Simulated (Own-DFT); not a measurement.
SiC (twinned 3C silicon carbide, atoms displaced), SiC (4H silicon carbide, atoms displaced) (calculated)

All values are calculated (Own-DFT development build). A calculation, not a measurement: plane-wave PBE density functional theory by an unreviewed code, no spin, of a simulated periodic cell, stress positive in tension, free energy of the whole cell less one offset for each atom, forces on such cells passed a denser k mesh, this cell's mesh not checked; offsets are fitted by least squares, one for each functional and potential file, so energies compare only between cells with the same atoms and settings and are not formation energies; the far tail of each file's local potential was reset to the Coulomb form; each entry is a single point on an unrelaxed cell, so the pressure reflects the starting lattice, mostly measured values (interpolated for alloys), from which strain is counted, and rises with the displacements; printed positions are rounded, which can move forces by about a meV/angstrom; the program, named Own-DFT, is a retired in-house code; no spin-orbit coupling.

Common to all runs: functional PBE; potential files PseudoDojo norm-conserving, scalar-relativistic, standard set; wave cutoff 42 hartree; occupations Fermi-Dirac; smearing width 0.1 eV.

(1) SiC (twinned 3C silicon carbide, atoms displaced)

```
SiC
1.0
      4.3596    -4.3596     0.0000
      0.0000     4.3596    -4.3596
      8.7192     8.7192     8.7192
Si C Si C Si C Si C Si C Si C Si C Si C Si C Si C Si C Si C Si C Si C Si C Si C Si C Si C Si C Si C Si C Si C Si C Si C
1 1 1 1 1 1 1 1 1 1 1 1 1 1 1 1 1 1 1 1 1 1 1 1 1 1 1 1 1 1 1 1 1 1 1 1 1 1 1 1 1 1 1 1 1 1 1 1
Direct
  0.98655 0.99863 0.43931
  0.00152 0.97566 0.05626
  0.17424 0.34515 0.11381
  0.17807 0.37441 0.24002
  0.35106 0.20560 0.26856
  0.33545 0.16918 0.39212
  0.98839 0.45465 0.43534
  0.00025 0.50812 0.06356
  0.14663 0.79687 0.10281
  0.17187 0.82150 0.23098
  0.34112 0.69473 0.26387
  0.33628 0.65599 0.39845
  0.50953 0.01887 0.43455
  0.51679 0.97812 0.05359
  0.69197 0.36815 0.10863
  0.66967 0.33909 0.22367
  0.84440 0.16195 0.27884
  0.81654 0.16233 0.40347
  0.49622 0.50610 0.42720
  0.50521 0.51312 0.05856
  0.65534 0.82549 0.10852
  0.67446 0.84669 0.22624
  0.81751 0.67392 0.27798
  0.83999 0.66755 0.39619
  0.96634 0.03178 0.93360
  0.02158 0.00265 0.56580
  0.85593 0.70958 0.60413
  0.83350 0.63984 0.72902
  0.66876 0.81174 0.77387
  0.64576 0.79657 0.88947
  0.02473 0.54039 0.92908
  0.03811 0.52784 0.56220
  0.87679 0.20883 0.61411
  0.82634 0.17605 0.72671
  0.68906 0.31924 0.77379
  0.65570 0.30851 0.90920
  0.52070 0.02199 0.93170
  0.48699 0.00671 0.55863
  0.33576 0.67243 0.60754
  0.33291 0.69055 0.72679
  0.18255 0.84387 0.77204
  0.17986 0.84810 0.89800
  0.51557 0.52157 0.93804
  0.47160 0.47982 0.55429
  0.31897 0.15577 0.60486
  0.31689 0.17004 0.73251
  0.17486 0.38647 0.77485
  0.15737 0.36238 0.89056
```

* hardware: one NVIDIA H100
* k mesh: 5 x 5 x 2 centred on Gamma
* free energy of cell above offsets: 9.297 eV
* pressure: 11.86 GPa
* stress xx: -9.46 GPa
* stress yy: -9.84 GPa
* stress zz: -16.28 GPa
* stress yz: 2.59 GPa
* stress xz: 1.78 GPa
* stress xy: -1.42 GPa
* wall time: 199.5 s

Force:
```
element  x (eV/Å)  y (eV/Å)  z (eV/Å)
     Si     2.068     -1.99     0.758
      C     0.654     3.411    -0.737
     Si    -2.513    -2.081    -0.398
      C    -2.392    -3.581      2.08
     Si    -1.145     -1.43     2.861
      C    -0.935     0.529    -0.469
     Si     5.985      5.38    -6.235
      C    -1.671    -4.452     2.294
     Si     4.652     2.292    -5.396
      C    -3.653      4.59    -4.371
     Si     4.498     0.731     3.005
      C    -2.735     1.526    -3.971
     Si    -3.001     2.568     5.151
      C    -0.107     4.015    -0.648
     Si    -4.555    -2.701     0.772
      C      2.81      2.27     1.819
     Si     -1.79     0.707    -2.745
      C    -1.515    -5.781     0.754
     Si     2.972    -0.066     3.313
      C     0.889     0.932     2.874
     Si     0.564    -2.771    -3.187
      C     1.528      1.19      1.37
     Si      0.65    -4.015    -1.188
      C     0.074     0.637     1.062
     Si      2.89    -3.143     2.037
      C    -3.971       3.2     -3.63
     Si    -3.279    -2.673     7.005
      C     0.938       1.7     -2.02
     Si    -1.669    -1.679    -2.872
      C     2.644     2.778    -6.198
     Si    -0.521     2.833     4.779
      C    -4.303     1.597     1.504
     Si    -4.848    -1.972     -1.19
      C     3.606    -3.351     3.894
     Si    -3.515     6.387    -0.531
      C     1.961     1.144    -12.05
     Si    -2.625    -0.932     10.45
      C     2.844    -1.112     0.584
     Si     1.072    -3.001    -3.182
      C     2.329    -1.832      0.37
     Si    -1.286     3.363    -0.676
      C    -0.988     1.077    -3.708
     Si    -2.134    -1.262     6.485
      C     3.187     0.956    -0.906
     Si       5.1    -0.571    -2.214
      C     1.084    -0.038    -1.098
     Si    -2.219    -4.663     2.196
      C     2.372    -0.716     2.198
```

(2) SiC (4H silicon carbide, atoms displaced)

```
SiC
1.0
     12.3308     0.0000     0.0000
     -6.1654    10.6788     0.0000
      0.0000     0.0000    10.0681
Si C Si C Si C Si C Si C Si C Si C Si C Si C Si C Si C Si C Si C Si C Si C Si C Si C Si C Si C Si C Si C Si C Si C Si C Si C Si C Si C Si C Si C Si C Si C Si C
2 2 2 2 2 2 2 2 2 2 2 2 2 2 2 2 2 2 2 2 2 2 2 2 2 2 2 2 2 2 2 2 2 2 2 2 2 2 2 2 2 2 2 2 2 2 2 2 2 2 2 2 2 2 2 2 2 2 2 2 2 2 2 2
Direct
  0.99945 0.00202 0.40855
  0.08490 0.16900 0.15151
  0.99819 0.99791 0.09070
  0.08209 0.16108 0.34299
  0.00378 0.24597 0.40916
  0.08511 0.41438 0.16101
  0.00244 0.25240 0.09688
  0.08185 0.41337 0.34057
  0.99380 0.50214 0.40691
  0.08296 0.66976 0.15400
  0.99626 0.49632 0.09536
  0.08542 0.66645 0.34775
  0.00146 0.75133 0.40565
  0.08633 0.91808 0.15716
  0.99569 0.74522 0.09234
  0.08773 0.91507 0.34596
  0.25493 0.99764 0.41078
  0.33718 0.17066 0.15218
  0.24899 0.99374 0.09444
  0.33109 0.16184 0.33867
  0.25504 0.25009 0.40576
  0.33262 0.41669 0.15885
  0.24883 0.24786 0.09202
  0.33520 0.41876 0.34668
  0.25325 0.50017 0.40598
  0.33085 0.66522 0.15736
  0.24860 0.50115 0.09388
  0.32944 0.66159 0.34518
  0.25443 0.74991 0.40147
  0.33688 0.92072 0.15212
  0.24870 0.75048 0.09295
  0.33718 0.91441 0.34161
  0.49576 0.99984 0.41049
  0.58264 0.16865 0.15600
  0.49942 0.00292 0.09042
  0.58266 0.16464 0.34680
  0.49741 0.25059 0.40854
  0.58435 0.42094 0.15616
  0.50230 0.25207 0.09817
  0.58293 0.41717 0.34422
  0.49510 0.49864 0.40854
  0.58657 0.66918 0.15677
  0.50084 0.50141 0.08734
  0.58829 0.67154 0.33504
  0.50055 0.75489 0.40036
  0.58566 0.91561 0.15639
  0.50137 0.75308 0.09349
  0.57990 0.91492 0.34612
  0.74952 0.00031 0.40712
  0.83496 0.16320 0.15691
  0.74737 0.99988 0.09423
  0.83295 0.16317 0.34296
  0.75244 0.24981 0.40242
  0.83069 0.41274 0.15450
  0.75024 0.24705 0.09484
  0.83494 0.41638 0.34726
  0.75020 0.49968 0.40357
  0.83446 0.66818 0.15842
  0.75320 0.49669 0.09492
  0.83528 0.66762 0.34690
  0.75006 0.74806 0.40698
  0.83231 0.91528 0.15539
  0.74812 0.74353 0.09522
  0.83305 0.91480 0.34045
  0.00002 0.00083 0.90747
  0.91536 0.83259 0.65449
  0.99956 0.00245 0.59871
  0.91467 0.83245 0.83938
  0.99987 0.75300 0.90782
  0.91050 0.58257 0.66063
  0.00135 0.75071 0.60051
  0.91816 0.58648 0.84347
  0.00449 0.49900 0.90433
  0.91955 0.33698 0.65802
  0.00092 0.50269 0.59470
  0.91985 0.33484 0.84583
  0.99933 0.25474 0.90912
  0.91654 0.07979 0.65581
  0.00081 0.25167 0.58991
  0.91513 0.08007 0.84671
  0.74914 0.99997 0.90622
  0.66810 0.83139 0.65357
  0.74663 0.00009 0.60048
  0.66464 0.83350 0.83950
  0.74377 0.74661 0.91002
  0.66651 0.58354 0.65572
  0.75231 0.75172 0.59665
  0.66508 0.58132 0.84511
  0.75404 0.49934 0.90603
  0.66755 0.33205 0.65997
  0.75024 0.50075 0.58970
  0.66727 0.33302 0.84223
  0.74954 0.24921 0.90738
  0.66678 0.08313 0.65357
  0.74774 0.25078 0.59335
  0.66635 0.08432 0.84018
  0.49759 0.99766 0.90457
  0.41593 0.83347 0.65525
  0.49670 0.99541 0.59181
  0.41354 0.83255 0.84747
  0.49916 0.75513 0.91092
  0.41493 0.58293 0.65399
  0.50037 0.74949 0.59298
  0.41881 0.58377 0.84327
  0.50245 0.50301 0.90519
  0.41821 0.33434 0.65431
  0.50873 0.50771 0.59334
  0.41342 0.32766 0.84146
  0.50219 0.24883 0.90177
  0.41439 0.07925 0.65536
  0.50142 0.25534 0.59311
  0.41773 0.08449 0.83936
  0.24778 0.00124 0.90750
  0.17259 0.84094 0.65244
  0.25015 0.99970 0.59076
  0.15972 0.83320 0.84792
  0.24162 0.74691 0.90548
  0.17062 0.58538 0.65514
  0.24910 0.75199 0.59383
  0.16409 0.58305 0.84422
  0.25127 0.50091 0.91119
  0.16655 0.33080 0.65673
  0.25039 0.49992 0.59445
  0.16202 0.32808 0.84573
  0.25126 0.24692 0.90827
  0.17068 0.08802 0.65172
  0.24805 0.25026 0.59103
  0.16723 0.08160 0.84460
```

* hardware: one NVIDIA H200
* k mesh: 3 x 3 x 3 centred on Gamma
* free energy of cell above offsets: -19.014 eV
* pressure: 3.69 GPa
* stress xx: -3.43 GPa
* stress yy: -2.93 GPa
* stress zz: -4.72 GPa
* stress yz: 0.34 GPa
* stress xz: 0.08 GPa
* stress xy: -0.22 GPa
* wall time: 521.7 s

Force:
```
element  x (eV/Å)  y (eV/Å)  z (eV/Å)
     Si     0.867    -1.344    -0.299
     Si    -0.162    -1.304     0.912
      C     0.413     0.445     0.857
      C     0.634     1.521    -0.301
     Si    -1.157     0.737     -1.37
     Si      -1.4     0.834    -0.898
      C    -0.203    -0.657    -0.664
      C     0.244     0.428     2.013
     Si     2.598    -0.299     0.272
     Si     0.367    -1.451      0.82
      C      1.02     0.648    -0.407
      C    -0.509     0.446        -1
     Si     0.501    -0.357     1.163
     Si    -0.669    -0.805     0.121
      C     0.109       1.6     0.461
      C    -0.865     0.758     0.088
     Si     -0.87    -0.147    -2.199
     Si    -0.153    -1.524     0.439
      C    -0.627     2.169    -0.489
      C     0.403     0.772     1.158
     Si    -1.169    -0.764    -0.606
     Si      0.45     0.324    -1.032
      C     0.359     0.808     0.604
      C    -0.132    -0.996    -0.525
     Si    -1.801    -0.818     0.388
     Si     0.032     0.628    -0.339
      C     0.741    -0.439     0.667
      C      1.01     0.979    -0.575
     Si    -1.265    -0.314      1.05
     Si     0.328    -1.215      0.59
      C     0.267     0.037     0.161
      C    -0.917     0.281    -0.007
     Si     1.455     0.081    -1.266
     Si     0.661    -0.677     0.569
      C     0.914    -0.215     0.335
      C    -0.319     0.571    -0.257
     Si     0.931    -0.108    -0.918
     Si     0.482    -0.407    -0.154
      C    -0.277     0.351    -1.615
      C      -0.5     0.157     -0.02
     Si     2.035     1.548    -0.682
     Si    -0.768    -0.758    -1.244
      C    -0.424    -0.037     1.626
      C    -0.971    -1.029     2.494
     Si     0.669    -1.762     1.106
     Si    -1.635      0.79     0.388
      C    -0.014    -0.813     0.675
      C     0.217     1.484    -0.567
     Si    -0.034    -0.692     0.261
     Si    -0.508     0.699     0.086
      C      1.08    -0.388    -0.365
      C     0.317     0.508     0.436
     Si    -0.478    -0.291      0.91
     Si     0.935     0.278     0.747
      C    -0.173    -0.068    -0.085
      C    -1.226    -0.409    -1.239
     Si    -0.116    -0.098     0.336
     Si     0.397    -1.221    -0.024
      C     -1.45     0.782    -0.146
      C    -0.084    -0.262    -0.488
     Si    -0.095     0.513    -0.101
     Si     0.123    -0.177    -0.334
      C    -0.226     1.501    -0.337
      C      -0.1     0.297     1.164
     Si     0.007    -0.881    -0.976
     Si     0.869     0.391     0.616
      C     1.057    -0.605    -1.314
      C    -0.535     0.103     1.522
     Si    -1.135    -0.757    -0.677
     Si     1.552     0.664    -0.902
      C    -0.172     0.287     -1.54
      C     0.412    -0.814     0.779
     Si    -1.972     0.326     0.998
     Si      -0.3    -0.544    -0.716
      C    -0.175    -0.072     0.164
      C    -1.065    -0.268    -0.385
     Si     0.939    -1.802    -0.177
     Si    -1.304     1.354     0.961
      C     0.137    -0.674     1.429
      C    -0.311     1.291    -0.131
     Si    -0.034    -0.173    -0.602
     Si    -1.078     0.296     0.501
      C      1.38    -0.398    -1.769
      C    -0.038      -0.2     1.438
     Si     0.972      0.73    -1.284
     Si     1.199     0.529     0.529
      C    -0.302    -0.571    -1.168
      C     0.736     0.034    -0.243
     Si    -0.741     0.346     0.271
     Si    -0.465     0.675    -1.511
      C     -0.41    -0.417     0.876
      C     0.354     0.161     0.834
     Si     0.311    -0.061    -0.305
     Si    -0.768     0.444     0.449
      C     1.097    -0.236    -0.169
      C    -0.061    -0.289     0.745
     Si     0.154     0.754    -0.128
     Si      0.37    -0.761     0.579
      C     0.049     1.059      0.77
      C    -0.545    -0.196    -0.777
     Si     0.683    -1.039    -1.525
     Si     0.736      0.58      0.64
      C    -0.229     0.109    -0.638
      C    -0.874     0.341     0.369
     Si    -0.422    -1.292    -0.684
     Si    -0.446     0.486     0.379
      C    -2.073     -1.69    -0.172
      C      0.37     1.299     0.395
     Si    -0.657     0.261     0.849
     Si     0.318     1.383    -0.243
      C     0.365    -1.534      0.26
      C    -0.319     -0.77     0.879
     Si     1.054    -0.664    -0.183
     Si    -1.227    -2.429     1.528
      C     0.024     1.204     0.637
      C     1.805     0.861    -1.133
     Si     0.746     0.957     0.158
     Si     -1.22     -0.15     0.074
      C     0.882     0.037    -0.459
      C     1.473     0.054    -0.286
     Si     0.093    -0.379    -1.585
     Si     -0.89     0.572      0.26
      C     0.215    -0.409    -0.304
      C     0.905     1.059     0.064
     Si    -0.863     0.355    -0.981
     Si    -0.529     -1.14     1.164
      C     1.167     0.565    -0.019
      C    -0.532     0.523    -0.476
```
